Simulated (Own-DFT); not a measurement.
# Which defects push the lattice out? zincblende GaAs

Everything here is calculated. The program is Own-DFT (plane waves, in-house, since retired, never reviewed by a person); positions were held fixed, and spin and spin-orbit coupling were off.

Common settings: PBE; PseudoDojo norm-conserving scalar-relativistic files; cutoff 42 hartree; 3 x 3 x 3 k mesh centred on Gamma; Fermi-Dirac smearing of 0.1 eV.

Caveats (not all hold for every row): not probed for a lower state with spin; forces on such cells failed a check on a denser k mesh; forces not confirmed at this smearing and k mesh; forces on such cells passed a denser k mesh, each cell not checked; stress not checked against mesh or cutoff.

All runs share one cell, with vectors in Å (11.307, 0.000, 0.000); (0.000, 11.307, 0.000); (0.000, 0.000, 11.307) and a volume of 1445.4 Å³. u is the rms random offset of the atoms per axis. The defect's site can differ from row to row.

| cell | formula | u (Å) | P (GPa) |
|---|---|---|---|
| no defect | As32Ga32 | 0.0206 | 3.52 |
| no defect | As32Ga32 | 0.0474 | 3.97 |
| no defect | As32Ga32 | 0.0525 | 4.07 |
| two As on a Ga site each | As34Ga30 | 0.0307 | 4.77 |
| two As on a Ga site each | As34Ga30 | 0.0324 | 4.85 |
| two As on a Ga site each | As34Ga30 | 0.0328 | 4.83 |
| one As on a Ga site and one Ga on an As site | As32Ga32 | 0.0290 | 3.91 |
| one As on a Ga site and one Ga on an As site | As32Ga32 | 0.0484 | 4.33 |
| one As on a Ga site and one Ga on an As site | As32Ga32 | 0.0529 | 4.36 |
| one In on a Ga site | As32Ga31In | 0.0300 | 4.26 |
| one In on a Ga site | As32Ga31In | 0.0477 | 4.73 |
| one In on a Ga site | As32Ga31In | 0.0480 | 4.58 |
| two As vacancies | As30Ga32 | 0.0292 | 3.28 |
| two As vacancies | As30Ga32 | 0.0292 | 3.21 |
| two As vacancies | As30Ga32 | 0.0482 | 3.34 |
| two As vacancies | As30Ga32 | 0.0522 | ? |

## Analysis

P = P0 + c u² + a shift for each defect gives P0 = 3.46 GPa, c = 214 ± 30 GPa/Å² and a scatter of 0.08 GPa. The shifts, and each times the cell's volume:

- two As on a Ga site each: 1.13 ± 0.07 GPa, 10.2 eV (5.1 eV for each of its 2 sites)
- one In on a Ga site: 0.67 ± 0.07 GPa, 6.1 eV
- one As on a Ga site and one Ga on an As site: 0.31 ± 0.07 GPa, 2.8 eV
- two As vacancies: -0.48 ± 0.07 GPa, -4.3 eV (-2.2 eV for each of its 2 sites)

Positive is outwards. The product with the volume (160.2 GPa Å³ to the eV) is nearly free of the cell's size; divided by the bulk modulus at the cell's pressure it gives the volume that the defect adds. The atoms around the defects weren't relaxed, which would change these numbers.

## Withheld run

Q: what pressure belongs in the blank (two As vacancies, u = 0.0522 Å)?

The fit gives 3.57 ± 0.10 GPa. DFT gave 3.57 GPa.
